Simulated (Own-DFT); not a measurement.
# Biaxial strain at fixed height in wurtzite AlN, 72 atoms (Al36N36)

Source: density functional calculations with Own-DFT, an unreviewed in-house program that is no longer used. Nothing was measured or relaxed, and spin and spin-orbit coupling are left out.

Method: PBE; PseudoDojo norm-conserving scalar-relativistic files; cutoff 42 hartree; 4 x 4 x 3 k mesh centred on Gamma; Gaussian smearing of 0.01 eV.

Caveats: k mesh not checked against a denser one; stress not checked against mesh or cutoff.

Unstrained cell vectors in Å: (9.336, 0.000, 0.000); (-4.668, 8.085, 0.000); (0.000, 0.000, 9.964). The unstrained cell has measured lattice constants (interpolated for alloys), not those of this functional. That, the random moves and any unrelaxed bonds set the pressure at no strain. Each run strains x and y alike by e, as a substrate would, and holds the height along z. All atoms carry random offsets, Gaussian with a width of 0.05 Å per axis. Stress is positive in tension.

```
e (%)  u (Å)  (s_xx + s_yy)/2 (GPa)  s_zz (GPa)
-2.50  0.049                 -24.50       -6.50
-2.25  0.052                 -20.84       -8.83
-2.00  0.050                 -18.92       -7.74
-1.00  0.051                 -12.64       -5.26
-0.75  0.046                  -8.58       -8.35
 1.50  0.049                   2.66       -3.04
 1.75  0.050                   3.35       -1.41
 2.25  0.051                   5.80       -2.47
 2.75  0.049                      ?           ?
 3.00  0.053                   9.16       -1.53
```

## What the rows give

With e as a fraction, the in-plane stress is -5.1 + 609 e - 5080 e² GPa (errors 16 and 1249, scatter 0.92), and s_zz is -5.0 + 127 e GPa (slope ± 22, scatter 1.34). At e = 0 the first slope is C11 + C12 and the second 2 C13, both with the ions held to the strained lattice and at the cell's own pressure. The term in e² is negative: the layer stiffens under compression and softens under tension. A free layer would change its height as e changes, and the in-plane slope would drop by 2 C13²/C33 to the biaxial modulus. At fixed height, a misfit of 1 % moves the in-plane stress by about 6.1 GPa and s_zz by 1.3 GPa.

## Test on the hidden row

Q: what are the two stresses at e = 2.75 %?

The fitted form gives 7.8 and -1.5 GPa. The hidden result is 9.03 and -4.86 GPa.
